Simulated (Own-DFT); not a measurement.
# Computed records: GaN (wurtzite, strained, atoms displaced), SiC (2H silicon carbide, atoms displaced), SiC (3C silicon carbide, strained, atoms displaced)

A calculation, not a measurement: plane-wave PBE density functional theory by an unreviewed code, no spin, of a simulated periodic cell, stress positive in tension, free energy of the whole cell less one offset for each atom, forces on such cells passed a denser k mesh, this cell's mesh not checked; offsets are fitted by least squares, one for each functional and potential file, so energies compare only between cells with the same atoms and settings and are not formation energies; the far tail of each file's local potential was reset to the Coulomb form; each entry is a single point on an unrelaxed cell, so the pressure reflects the starting lattice, mostly measured values (interpolated for alloys), from which strain is counted, and rises with the displacements; printed positions are rounded, which can move forces by about a meV/angstrom; the program, named Own-DFT, is a retired in-house code; no spin-orbit coupling. Program: Own-DFT development build.

Common to all runs: functional PBE.

```json
{"entry": 1, "formula": "GaN", "kind": "wurtzite, strained, atoms displaced", "structure": {"cell_angstrom": [[12.756, 0.0, 0.0], [-4.7835, 8.2853, 0.0], [0.0, 0.0, 10.6552]], "atoms_fractional": [["Ga", 0.0778, 0.21755, 0.99979], ["Ga", 0.16925, 0.10746, 0.24794], ["N", 0.08313, 0.21767, 0.18747], ["N", 0.17412, 0.11285, 0.44429], ["Ga", 0.0853, 0.22932, 0.50691], ["Ga", 0.16949, 0.10322, 0.74513], ["N", 0.07516, 0.2164, 0.69329], ["N", 0.16844, 0.11461, 0.94011], ["Ga", 0.08481, 0.55429, 0.0093], ["Ga", 0.16785, 0.45065, 0.24996], ["N", 0.07774, 0.54676, 0.18857], ["N", 0.16184, 0.44789, 0.44397], ["Ga", 0.08494, 0.55287, 0.49938], ["Ga", 0.1669, 0.44619, 0.75819], ["N", 0.07925, 0.55226, 0.69185], ["N", 0.16618, 0.44348, 0.93372], ["Ga", 0.08975, 0.89405, 0.00492], ["Ga", 0.165, 0.77547, 0.24593], ["N", 0.08313, 0.90183, 0.18611], ["N", 0.16677, 0.78085, 0.44371], ["Ga", 0.08147, 0.88872, 0.50132], ["Ga", 0.16962, 0.76927, 0.75281], ["N", 0.08663, 0.90314, 0.67757], ["N", 0.16763, 0.78105, 0.9386], ["Ga", 0.33799, 0.22564, 0.00128], ["Ga", 0.41532, 0.11041, 0.2479], ["N", 0.3264, 0.21677, 0.19003], ["N", 0.41177, 0.11222, 0.43425], ["Ga", 0.33054, 0.21951, 0.50469], ["Ga", 0.41889, 0.11367, 0.74444], ["N", 0.33638, 0.22487, 0.68609], ["N", 0.41457, 0.10432, 0.94701], ["Ga", 0.33952, 0.56314, 0.00051], ["Ga", 0.41196, 0.43966, 0.25296], ["N", 0.33363, 0.55549, 0.18356], ["N", 0.42202, 0.44567, 0.44281], ["Ga", 0.33264, 0.55394, 0.50671], ["Ga", 0.41651, 0.44519, 0.74884], ["N", 0.3304, 0.55423, 0.69231], ["N", 0.41564, 0.45605, 0.93616], ["Ga", 0.33503, 0.89155, 0.99956], ["Ga", 0.4077, 0.77357, 0.2566], ["N", 0.33558, 0.88334, 0.18507], ["N", 0.42568, 0.78755, 0.44341], ["Ga", 0.33461, 0.88317, 0.49812], ["Ga", 0.41962, 0.78044, 0.7529], ["N", 0.34026, 0.90156, 0.68128], ["N", 0.41872, 0.7802, 0.92943], ["Ga", 0.57882, 0.22012, 0.00729], ["Ga", 0.66376, 0.10417, 0.24874], ["N", 0.57641, 0.21405, 0.19186], ["N", 0.67187, 0.1147, 0.43483], ["Ga", 0.58094, 0.2269, 0.50027], ["Ga", 0.66431, 0.11169, 0.75256], ["N", 0.58149, 0.21647, 0.69304], ["N", 0.66105, 0.1144, 0.94137], ["Ga", 0.5837, 0.55019, 0.99824], ["Ga", 0.66409, 0.45056, 0.25223], ["N", 0.58658, 0.55543, 0.19147], ["N", 0.66546, 0.43994, 0.44201], ["Ga", 0.5875, 0.55291, 0.50613], ["Ga", 0.657, 0.42894, 0.74903], ["N", 0.59018, 0.55478, 0.6869], ["N", 0.67061, 0.45174, 0.93086], ["Ga", 0.58602, 0.88933, 0.9905], ["Ga", 0.66568, 0.77784, 0.24721], ["N", 0.58319, 0.88849, 0.1882], ["N", 0.66524, 0.78021, 0.43446], ["Ga", 0.58622, 0.89288, 0.49631], ["Ga", 0.66478, 0.76928, 0.75161], ["N", 0.59083, 0.89637, 0.69662], ["N", 0.67387, 0.77845, 0.94412], ["Ga", 0.83292, 0.22435, 0.99838], ["Ga", 0.9195, 0.11647, 0.24429], ["N", 0.83086, 0.22178, 0.19214], ["N", 0.91257, 0.10825, 0.43554], ["Ga", 0.84807, 0.23241, 0.50791], ["Ga", 0.91512, 0.11331, 0.74863], ["N", 0.84051, 0.23147, 0.6828], ["N", 0.91824, 0.10748, 0.93988], ["Ga", 0.83453, 0.5618, 0.00452], ["Ga", 0.91836, 0.44842, 0.24977], ["N", 0.83551, 0.54717, 0.192], ["N", 0.91103, 0.44074, 0.43956], ["Ga", 0.82314, 0.55776, 0.50611], ["Ga", 0.91385, 0.43745, 0.7507], ["N", 0.82776, 0.5509, 0.69064], ["N", 0.917, 0.44799, 0.93867], ["Ga", 0.83141, 0.89769, 0.00338], ["Ga", 0.91901, 0.77749, 0.25506], ["N", 0.83232, 0.88337, 0.18326], ["N", 0.92135, 0.77802, 0.44109], ["Ga", 0.82759, 0.88492, 0.5021], ["Ga", 0.91777, 0.78103, 0.7483], ["N", 0.83269, 0.89817, 0.69677], ["N", 0.91898, 0.78037, 0.93177]]}, "settings": {"potential_files": "PseudoDojo norm-conserving, scalar-relativistic, standard set with the stringent files for Ga", "wave_cutoff [hartree]": 96.0, "occupations": "Gaussian", "smearing_width [eV]": 0.01, "k_mesh": "3 x 4 x 3 centred on Gamma"}, "results": {"free_energy_of_cell_above_offsets [eV]": "-5.629", "pressure [GPa]": 1.85, "stress_xx [GPa]": -4.42, "stress_yy [GPa]": -4.68, "stress_zz [GPa]": 3.55, "stress_yz [GPa]": -0.5, "stress_xz [GPa]": -0.08, "stress_xy [GPa]": -0.09, "force_element": ["Ga", "Ga", "N", "N", "Ga", "Ga", "N", "N", "Ga", "Ga", "N", "N", "Ga", "Ga", "N", "N", "Ga", "Ga", "N", "N", "Ga", "Ga", "N", "N", "Ga", "Ga", "N", "N", "Ga", "Ga", "N", "N", "Ga", "Ga", "N", "N", "Ga", "Ga", "N", "N", "Ga", "Ga", "N", "N", "Ga", "Ga", "N", "N", "Ga", "Ga", "N", "N", "Ga", "Ga", "N", "N", "Ga", "Ga", "N", "N", "Ga", "Ga", "N", "N", "Ga", "Ga", "N", "N", "Ga", "Ga", "N", "N", "Ga", "Ga", "N", "N", "Ga", "Ga", "N", "N", "Ga", "Ga", "N", "N", "Ga", "Ga", "N", "N", "Ga", "Ga", "N", "N", "Ga", "Ga", "N", "N"], "force_x [eV/angstrom]": [1.331, -1.482, 0.118, -2.212, 0.032, -1.158, 1.874, 0.522, -0.33, 0.522, 0.686, 2.403, -2.667, -0.514, 0.753, 0.103, -1.367, -0.217, 1.063, 0.514, 0.749, -0.852, 0.459, 0.606, -1.135, -0.471, 1.627, 0.974, 0.988, -0.608, 0.014, -0.326, -1.486, 0.651, -0.209, -1.069, 0.391, 0.11, 0.416, 1.887, 0.246, 2.265, -1.578, -1.162, -0.925, -0.127, -0.096, -0.284, 0.382, 0.1, 0.632, -0.612, 0.962, 1.186, -0.102, 1.204, -0.207, 1.703, -1.616, -0.734, -0.995, 1.294, -1.483, -0.297, -0.111, 0.071, -0.685, 0.634, 0.846, 0.339, -0.389, -1.76, -0.078, -0.46, 0.302, 1.354, -1.724, -0.197, -1.008, -1.56, 0.295, -0.197, -1.902, 0.504, 2.548, -0.562, 0.131, 0.258, 2.011, -0.655, 0.151, -1.633, 0.568, 0.035, 0.293, 0.134], "force_y [eV/angstrom]": [0.753, 1.247, 1.158, -0.061, -1.665, 1.952, 1.311, 0.007, -0.072, -1.55, 1.454, -0.365, 1.155, -0.873, 0.315, 0.369, -0.115, 0.579, -2.75, -0.77, 0.603, 1.243, -2.984, -0.589, -0.004, -0.382, 1.145, -0.296, 0.611, -0.314, 0.255, 1.683, -0.152, 0.351, 0.018, -0.013, 0.317, 0.195, 0.439, -1.394, -1.305, 0.299, 0.335, -2.05, 1.339, 0.384, -1.947, 0.064, 0.855, 0.755, 1.423, 0.232, -2.044, 0.406, 0.099, -0.01, 0.83, -1.529, -0.233, 0.802, 0.811, 1.814, -0.389, -1.377, -0.107, 0.392, -0.935, -1.06, 1.217, 1.261, -1.41, -0.766, 0.046, -0.932, 0.217, 0.138, -1.103, 0.014, -1.562, 1.075, 0.095, -2.004, 1.517, 1.604, -0.244, 1.769, 0.33, -0.252, -1.215, -0.075, 0.441, -0.319, 0.988, -0.131, -1.742, 0.374], "force_z [eV/angstrom]": [0.15, 1.781, 0.058, -1.223, -0.395, 1.512, -0.533, -0.636, -1.93, 0.292, 0.146, -1.395, 0.961, -1.108, -0.597, 2.011, -1.248, 0.877, 0.257, -1.361, -0.301, -0.576, 1.352, 0.267, -0.117, 0.779, -0.816, 0.365, -0.559, 1.286, 0.699, -1.577, -0.219, 0.296, 0.914, -0.295, -0.337, 0.192, -0.526, -0.168, 0.147, -0.253, 0.12, -0.791, 0.147, -1.327, 0.859, 1.448, -0.158, 0.754, -0.372, 0.926, -0.365, 0.213, -1.362, -0.639, 0.461, 0.384, -0.938, -0.944, -0.948, 0.725, 0.27, 1.229, 1.306, 0.169, -0.715, 0.435, 0.963, 0.692, -1.076, -1.127, 0.724, 1.0, -1.202, 0.141, -1.913, 1.016, 1.587, -0.751, -0.747, 1.582, -0.584, -0.249, 0.107, 0.661, -0.215, 0.169, -0.205, -0.431, 1.111, -0.42, 0.133, 0.248, -1.493, 1.22]}}
{"entry": 2, "formula": "SiC", "kind": "2H silicon carbide, atoms displaced", "structure": {"cell_angstrom": [[6.1654, 0.0, 0.0], [-3.0827, 5.3394, 0.0], [0.0, 0.0, 10.0681]], "atoms_fractional": [["Si", 0.02179, 0.01807, 0.00947], ["Si", 0.13874, 0.31769, 0.26965], ["C", 0.98996, 0.98485, 0.20434], ["C", 0.18157, 0.33723, 0.44488], ["Si", 0.02571, 0.02927, 0.49772], ["Si", 0.18638, 0.34669, 0.75456], ["C", 0.00551, 0.0215, 0.69576], ["C", 0.17322, 0.3547, 0.93006], ["Si", 0.99124, 0.51457, 0.00515], ["Si", 0.13661, 0.82627, 0.24675], ["C", 0.00409, 0.48002, 0.19785], ["C", 0.16041, 0.84159, 0.44409], ["Si", 0.97729, 0.4711, 0.48012], ["Si", 0.17929, 0.83807, 0.75428], ["C", 0.98249, 0.48835, 0.68836], ["C", 0.14099, 0.79234, 0.94571], ["Si", 0.5077, 0.99221, 0.00146], ["Si", 0.65482, 0.33075, 0.23828], ["C", 0.45393, 0.9473, 0.18008], ["C", 0.68963, 0.34021, 0.43182], ["Si", 0.49243, 0.01088, 0.49937], ["Si", 0.64953, 0.30739, 0.74933], ["C", 0.48698, 0.9805, 0.696], ["C", 0.6527, 0.31498, 0.92234], ["Si", 0.48573, 0.50067, 0.99834], ["Si", 0.6511, 0.81674, 0.24429], ["C", 0.48174, 0.49204, 0.19453], ["C", 0.6821, 0.84553, 0.44166], ["Si", 0.50835, 0.51607, 0.49293], ["Si", 0.64613, 0.83004, 0.74195], ["C", 0.50081, 0.48043, 0.69383], ["C", 0.6628, 0.83137, 0.94284]]}, "settings": {"potential_files": "PseudoDojo norm-conserving, scalar-relativistic, standard set", "wave_cutoff [hartree]": 42.0, "occupations": "Fermi-Dirac", "smearing_width [eV]": 0.1, "hardware": "one NVIDIA H100", "k_mesh": "5 x 5 x 3 centred on Gamma"}, "results": {"free_energy_of_cell_above_offsets [eV]": "3.173", "pressure [GPa]": 9.05, "stress_xx [GPa]": -11.26, "stress_yy [GPa]": -9.3, "stress_zz [GPa]": -6.59, "stress_yz [GPa]": 2.95, "stress_xz [GPa]": -1.66, "stress_xy [GPa]": 0.25, "force_element": ["Si", "Si", "C", "C", "Si", "Si", "C", "C", "Si", "Si", "C", "C", "Si", "Si", "C", "C", "Si", "Si", "C", "C", "Si", "Si", "C", "C", "Si", "Si", "C", "C", "Si", "Si", "C", "C"], "force_x [eV/angstrom]": [-1.354, 3.552, -3.298, -0.985, -1.367, -3.272, 0.6, -0.751, 1.021, 4.603, -4.371, 1.269, 4.938, -4.911, 1.459, 0.387, -2.203, 0.662, 1.209, -7.552, 1.455, 1.914, -0.818, -0.499, 1.63, -0.929, 0.262, -1.455, 2.136, 5.538, -0.713, 1.842], "force_y [eV/angstrom]": [-1.349, -0.424, 2.567, 1.931, -4.223, -1.047, -1.871, -1.58, -8.274, -2.107, 1.339, -1.309, 6.166, -3.054, 0.697, 9.804, -0.39, -2.146, 3.782, -3.407, -1.41, 2.157, 2.028, 0.767, -0.122, 0.926, -1.501, 0.606, -0.175, -1.136, 2.416, 0.338], "force_z [eV/angstrom]": [-1.889, -2.712, -3.114, -1.124, 3.544, -2.151, -1.009, 3.835, 0.807, 2.919, -2.042, -1.937, 6.411, 0.004, -1.043, -2.571, -0.965, 1.251, 1.395, -2.19, -0.037, -1.513, -3.056, 5.976, 0.088, 1.876, -1.233, -0.815, 2.322, 2.317, -2.567, -0.78], "wall_time [s]": 137.0}}
{"entry": 3, "formula": "SiC", "kind": "3C silicon carbide, strained, atoms displaced", "structure": {"cell_angstrom": [[13.1555, -0.0683, 0.1093], [-0.0455, 8.8458, -0.1463], [0.0729, -0.1463, 8.6971]], "atoms_fractional": [["Si", 0.00251, 0.99756, 0.99671], ["Si", 0.00672, 0.25905, 0.24564], ["Si", 0.16865, 0.00817, 0.25023], ["Si", 0.16602, 0.24565, 0.00013], ["C", 0.08912, 0.12801, 0.12906], ["C", 0.078, 0.36877, 0.37396], ["C", 0.24819, 0.132, 0.36829], ["C", 0.24525, 0.36582, 0.13069], ["Si", 0.99478, 0.99884, 0.50965], ["Si", 0.00575, 0.2516, 0.74734], ["Si", 0.1668, 0.0054, 0.7415], ["Si", 0.16906, 0.2515, 0.49833], ["C", 0.08466, 0.11964, 0.62239], ["C", 0.084, 0.37925, 0.86884], ["C", 0.24735, 0.12347, 0.87503], ["C", 0.25415, 0.39151, 0.62929], ["Si", 0.00091, 0.49905, 0.99876], ["Si", 0.99656, 0.74804, 0.24492], ["Si", 0.16696, 0.50231, 0.25203], ["Si", 0.16662, 0.75114, 0.00093], ["C", 0.08298, 0.62528, 0.13137], ["C", 0.08251, 0.88145, 0.37232], ["C", 0.2496, 0.61754, 0.37083], ["C", 0.25053, 0.87316, 0.11895], ["Si", 0.99848, 0.49045, 0.49487], ["Si", 0.9937, 0.74896, 0.75034], ["Si", 0.16758, 0.50568, 0.75241], ["Si", 0.16671, 0.76134, 0.50626], ["C", 0.08585, 0.62715, 0.63336], ["C", 0.08565, 0.87201, 0.87875], ["C", 0.25293, 0.62067, 0.87302], ["C", 0.24887, 0.88224, 0.62255], ["Si", 0.32969, 0.00099, 0.00632], ["Si", 0.33041, 0.2384, 0.25223], ["Si", 0.50848, 0.004, 0.24836], ["Si", 0.50382, 0.25064, 0.00052], ["C", 0.41935, 0.12457, 0.11895], ["C", 0.41525, 0.36426, 0.37518], ["C", 0.58528, 0.11956, 0.37677], ["C", 0.57921, 0.36815, 0.1121], ["Si", 0.33593, 0.00373, 0.5117], ["Si", 0.33199, 0.247, 0.748], ["Si", 0.50132, 0.00881, 0.74387], ["Si", 0.50281, 0.25114, 0.50127], ["C", 0.42425, 0.11375, 0.62288], ["C", 0.41065, 0.377, 0.87701], ["C", 0.57799, 0.11974, 0.87753], ["C", 0.58365, 0.38055, 0.62623], ["Si", 0.32752, 0.49645, 0.99513], ["Si", 0.33591, 0.74851, 0.24202], ["Si", 0.5015, 0.5006, 0.25305], ["Si", 0.50097, 0.74621, 0.01033], ["C", 0.42553, 0.62416, 0.1347], ["C", 0.42099, 0.87484, 0.38291], ["C", 0.588, 0.62305, 0.37381], ["C", 0.58832, 0.87574, 0.1334], ["Si", 0.32245, 0.49994, 0.4982], ["Si", 0.33524, 0.74577, 0.74726], ["Si", 0.49919, 0.50219, 0.74051], ["Si", 0.49366, 0.74531, 0.5052], ["C", 0.41439, 0.61898, 0.62208], ["C", 0.41901, 0.87476, 0.86627], ["C", 0.58116, 0.62312, 0.87334], ["C", 0.58707, 0.86555, 0.61382], ["Si", 0.66647, 0.99761, 0.00987], ["Si", 0.66724, 0.25777, 0.2545], ["Si", 0.8301, 0.00696, 0.24391], ["Si", 0.83779, 0.25319, 0.99557], ["C", 0.74436, 0.11745, 0.1355], ["C", 0.75096, 0.38347, 0.37513], ["C", 0.90811, 0.11847, 0.37319], ["C", 0.91771, 0.3708, 0.11564], ["Si", 0.6654, 0.00123, 0.501], ["Si", 0.66796, 0.25831, 0.75841], ["Si", 0.83039, 0.00017, 0.76078], ["Si", 0.8269, 0.24718, 0.48577], ["C", 0.74633, 0.12692, 0.61742], ["C", 0.74217, 0.36929, 0.89195], ["C", 0.916, 0.12444, 0.87609], ["C", 0.91998, 0.36663, 0.62326], ["Si", 0.66588, 0.50267, 0.00103], ["Si", 0.66017, 0.74559, 0.26011], ["Si", 0.8363, 0.4982, 0.25052], ["Si", 0.8285, 0.73729, 0.00244], ["C", 0.7505, 0.62568, 0.11988], ["C", 0.7497, 0.87898, 0.37697], ["C", 0.91609, 0.62327, 0.38457], ["C", 0.9183, 0.87405, 0.13064], ["Si", 0.66915, 0.4971, 0.49628], ["Si", 0.66252, 0.75216, 0.75258], ["Si", 0.83317, 0.48887, 0.74813], ["Si", 0.84172, 0.74224, 0.49745], ["C", 0.75591, 0.63529, 0.63301], ["C", 0.74985, 0.87278, 0.8724], ["C", 0.91045, 0.63088, 0.87327], ["C", 0.92231, 0.87269, 0.61543]]}, "settings": {"potential_files": "PseudoDojo norm-conserving, scalar-relativistic, standard set", "wave_cutoff [hartree]": 42.0, "occupations": "Fermi-Dirac", "smearing_width [eV]": 0.1, "k_mesh": "3 x 4 x 4 centred on Gamma"}, "results": {"free_energy_of_cell_above_offsets [eV]": "-6.700", "pressure [GPa]": 1.99, "stress_xx [GPa]": -1.97, "stress_yy [GPa]": 0.11, "stress_zz [GPa]": -4.1, "stress_yz [GPa]": -8.24, "stress_xz [GPa]": 3.73, "stress_xy [GPa]": -3.18, "force_element": ["Si", "Si", "Si", "Si", "C", "C", "C", "C", "Si", "Si", "Si", "Si", "C", "C", "C", "C", "Si", "Si", "Si", "Si", "C", "C", "C", "C", "Si", "Si", "Si", "Si", "C", "C", "C", "C", "Si", "Si", "Si", "Si", "C", "C", "C", "C", "Si", "Si", "Si", "Si", "C", "C", "C", "C", "Si", "Si", "Si", "Si", "C", "C", "C", "C", "Si", "Si", "Si", "Si", "C", "C", "C", "C", "Si", "Si", "Si", "Si", "C", "C", "C", "C", "Si", "Si", "Si", "Si", "C", "C", "C", "C", "Si", "Si", "Si", "Si", "C", "C", "C", "C", "Si", "Si", "Si", "Si", "C", "C", "C", "C"], "force_x [eV/angstrom]": [-0.483, -2.976, -1.023, -0.133, -1.414, 2.717, 0.582, 0.994, 1.222, -1.354, -0.484, -0.877, 0.2, 0.5, 0.534, -2.074, -0.313, 0.704, -1.049, -0.212, 0.362, 0.092, -0.029, 0.073, 0.366, 1.453, -0.696, -1.084, -0.668, -0.378, -0.686, 1.256, 1.774, 2.116, -2.627, -3.361, -0.384, 0.031, 0.425, 2.515, -0.269, 0.715, 0.887, -0.558, -1.67, 1.984, 2.272, 0.853, 1.056, -0.106, -0.322, 0.266, -2.277, -1.288, -2.067, -0.895, 3.752, -0.22, -1.122, 1.66, -0.359, -0.458, 0.417, -1.139, -0.194, -0.993, 0.186, -2.369, 1.234, 0.384, 2.634, 0.893, 0.361, -1.456, 0.277, 1.245, 0.498, 3.112, 1.365, -1.126, -1.368, 3.206, -0.416, 1.103, -1.301, 0.679, 2.011, -1.027, -0.358, 0.755, -0.446, -3.681, -0.852, -0.593, 1.433, -1.918], "force_y [eV/angstrom]": [0.138, -3.091, -2.083, 1.118, -0.584, 1.706, -1.749, 1.286, 1.173, -0.67, -1.214, 0.624, 1.525, -0.661, 0.128, -4.1, 1.114, 1.137, -1.142, -0.652, -0.66, -0.525, 2.424, 0.223, 1.713, 0.415, -0.105, -1.591, -0.274, 0.356, 1.456, -0.85, -0.365, 2.326, -0.675, -1.107, -0.471, 1.353, 2.402, 2.701, -1.114, 0.622, -3.677, -0.534, 3.717, -0.951, 0.884, -0.982, -0.029, 0.533, -1.717, 1.301, -0.503, 0.343, -1.675, -1.362, 0.248, 1.078, -0.148, 0.393, 0.198, -0.019, 0.169, 1.263, -0.087, -1.378, -2.815, -1.521, 2.679, -1.283, 1.645, 1.224, -1.294, -2.28, -0.187, -0.103, 0.798, 0.498, 0.058, 0.002, 0.143, 2.096, 0.827, 3.667, -1.41, -1.421, -2.12, -0.067, 2.556, -0.168, 1.519, 3.143, -2.564, 0.178, -2.507, -0.62], "force_z [eV/angstrom]": [1.471, -0.655, -0.046, -0.449, -1.137, 0.993, 2.747, -0.729, -3.524, -0.126, 2.077, 0.511, 0.077, 1.133, -0.554, 0.122, -0.568, 1.831, -0.521, -0.476, -1.234, 0.387, 0.685, 1.718, 1.933, 0.024, -0.3, -1.869, -1.397, -1.393, 0.941, 0.835, -2.474, -1.656, 0.49, -1.827, 1.385, 0.4, 0.364, 3.737, -2.961, 0.48, 1.194, -0.55, 0.199, -1.125, -0.121, -0.416, 1.981, 1.927, -0.029, -1.918, -1.374, -1.461, 1.533, -0.885, -1.379, 0.55, 2.043, -1.108, -0.481, 1.517, 0.43, 1.869, -1.893, -1.138, 1.199, 1.0, -1.667, -1.01, -0.037, 1.843, -0.501, -1.46, -2.849, 2.175, 2.27, -1.984, -0.367, -0.291, 0.181, -1.334, -0.858, -0.628, 2.659, -0.451, -3.207, -1.73, 1.961, -0.819, 0.421, 1.543, -0.966, 1.789, 0.07, 3.241]}}
{"entry": 4, "formula": "SiC", "kind": "2H silicon carbide, atoms displaced", "structure": {"cell_angstrom": [[6.1654, 0.0, 0.0], [-3.0827, 5.3394, 0.0], [0.0, 0.0, 10.0681]], "atoms_fractional": [["Si", 0.00739, 0.99554, 0.98767], ["Si", 0.14571, 0.31455, 0.25291], ["C", 0.00256, 0.02731, 0.17898], ["C", 0.14165, 0.32543, 0.42754], ["Si", 0.0161, 0.99431, 0.51642], ["Si", 0.15483, 0.33695, 0.75816], ["C", 0.9943, 0.99603, 0.68061], ["C", 0.22604, 0.34017, 0.93714], ["Si", 0.99481, 0.47539, 0.99562], ["Si", 0.18506, 0.80863, 0.24644], ["C", 0.99589, 0.48528, 0.19574], ["C", 0.19205, 0.84421, 0.42734], ["Si", 0.98908, 0.50494, 0.50167], ["Si", 0.20159, 0.83491, 0.75715], ["C", 0.00474, 0.49403, 0.67273], ["C", 0.17171, 0.86412, 0.93881], ["Si", 0.4985, 0.00335, 0.00196], ["Si", 0.65776, 0.34021, 0.27137], ["C", 0.52238, 0.96674, 0.18705], ["C", 0.66716, 0.31009, 0.43254], ["Si", 0.50609, 0.00103, 0.51003], ["Si", 0.67403, 0.34914, 0.75195], ["C", 0.49575, 0.98818, 0.69787], ["C", 0.69142, 0.34978, 0.92917], ["Si", 0.50871, 0.53424, 0.00965], ["Si", 0.66814, 0.83341, 0.24959], ["C", 0.50937, 0.50234, 0.18226], ["C", 0.68283, 0.82159, 0.42962], ["Si", 0.49797, 0.51785, 0.50698], ["Si", 0.66071, 0.83635, 0.74847], ["C", 0.48817, 0.49792, 0.66529], ["C", 0.66472, 0.83358, 0.94304]]}, "settings": {"potential_files": "PseudoDojo norm-conserving, scalar-relativistic, standard set", "wave_cutoff [hartree]": 42.0, "occupations": "Fermi-Dirac", "smearing_width [eV]": 0.1, "hardware": "one NVIDIA H100", "k_mesh": "5 x 5 x 3 centred on Gamma"}, "results": {"free_energy_of_cell_above_offsets [eV]": "6.192", "pressure [GPa]": 12.33, "stress_xx [GPa]": -8.65, "stress_yy [GPa]": -6.33, "stress_zz [GPa]": -22.02, "stress_yz [GPa]": 1.16, "stress_xz [GPa]": -2.5, "stress_xy [GPa]": 0.43, "force_element": ["Si", "Si", "C", "C", "Si", "Si", "C", "C", "Si", "Si", "C", "C", "Si", "Si", "C", "C", "Si", "Si", "C", "C", "Si", "Si", "C", "C", "Si", "Si", "C", "C", "Si", "Si", "C", "C"], "force_x [eV/angstrom]": [-3.847, 1.849, 1.995, 1.958, -0.973, 2.688, 0.6, -6.407, 1.604, -1.662, -1.607, -1.246, 2.13, -6.199, -1.161, 5.318, 0.865, 1.096, -8.194, -1.469, 1.079, -0.441, 1.743, -1.776, 4.072, 6.28, -0.467, -0.649, -0.454, 2.626, 0.587, 0.065], "force_y [eV/angstrom]": [2.956, 2.627, -5.232, 0.398, 0.951, -0.81, 0.162, -1.646, 2.491, 2.579, 0.174, -1.002, -0.272, -1.865, 0.992, -4.835, 1.148, -0.829, 4.758, 1.709, -1.414, -0.325, 4.016, -1.248, -2.026, -2.247, -0.898, 1.335, -2.147, -1.858, -0.22, 2.577], "force_z [eV/angstrom]": [4.119, -0.582, -1.254, 4.191, -8.302, -2.91, 6.814, -1.826, 2.352, -0.711, -2.126, 3.247, -4.399, -0.237, 5.387, -1.469, 0.676, -7.88, -2.277, 6.75, -2.273, -2.256, -2.392, 1.557, -0.068, 1.183, 3.236, 2.865, -9.285, 0.386, 10.65, -3.168], "wall_time [s]": 123.5}}
```
